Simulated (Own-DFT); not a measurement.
# Which defects push the lattice out? C40 NbSi2

The numbers are computed, not measured, by runs of the plane-wave DFT program Own-DFT (in-house, retired, unreviewed) at fixed positions, with no spin and no spin-orbit coupling.

Common settings: PBE; PseudoDojo norm-conserving scalar-relativistic files; cutoff 42 hartree; 4 x 4 x 5 k mesh centred on Gamma; cold (Marzari-Vanderbilt) smearing of 0.2 eV.

Limits: forces on such cells failed a check on a denser k mesh; stress not checked against mesh or cutoff.

All runs share one cell, with vectors in Å (0.000, 8.324, 0.000); (-9.613, 0.000, 0.000); (0.000, 0.000, 6.586) and a volume of 527.0 Å³. The atoms are randomly displaced, by u rms on each axis. The defect's site can differ from row to row.

| cell | formula | u (Å) | P (GPa) |
|---|---|---|---|
| no defect | Nb12Si24 | 0.0188 | 1.45 |
| no defect | Nb12Si24 | 0.0499 | 2.66 |
| no defect | Nb12Si24 | 0.0531 | 3.02 |
| two Nb vacancies | Nb10Si24 | 0.0274 | -0.16 |
| two Nb vacancies | Nb10Si24 | 0.0453 | 0.81 |
| two Nb vacancies | Nb10Si24 | 0.0504 | 0.65 |
| two Si on a Nb site each | Nb10Si26 | 0.0284 | 1.76 |
| two Si on a Nb site each | Nb10Si26 | 0.0306 | 1.75 |
| two Si on a Nb site each | Nb10Si26 | 0.0540 | 2.55 |
| two Nb on a Si site each | Nb14Si22 | 0.0272 | 7.53 |
| two Nb on a Si site each | Nb14Si22 | 0.0300 | 7.55 |
| two Nb on a Si site each | Nb14Si22 | 0.0454 | 8.23 |
| two Nb on a Si site each | Nb14Si22 | 0.0551 | ? |
| one Si vacancy | Nb12Si23 | 0.0297 | 1.05 |
| one Si vacancy | Nb12Si23 | 0.0460 | 1.83 |
| one Si vacancy | Nb12Si23 | 0.0554 | 1.99 |

## Analysis

P = P0 + c u² + a shift for each defect gives P0 = 1.43 GPa, c = 502 ± 48 GPa/Å² and a scatter of 0.16 GPa. The shifts, and each times the cell's volume:

- two Nb on a Si site each: 5.72 ± 0.14 GPa, 18.8 eV (9.4 eV for each of its 2 sites)
- two Si on a Nb site each: -0.19 ± 0.13 GPa, -0.6 eV (-0.3 eV for each of its 2 sites) (not resolved)
- one Si vacancy: -0.82 ± 0.13 GPa, -2.7 eV
- two Nb vacancies: -1.89 ± 0.13 GPa, -6.2 eV (-3.1 eV for each of its 2 sites)

Against the defect-free cell, a freed cell would be larger where the shift is positive and smaller where it is negative (160.2 GPa Å³ is 1 eV). The atoms around the defects weren't relaxed, which would change these numbers.

## Withheld run

Question: what pressure belongs in the blank (two Nb on a Si site each, u = 0.0551 Å)?

Estimate: 8.68 ± 0.21 GPa. Computed: 8.52 GPa.
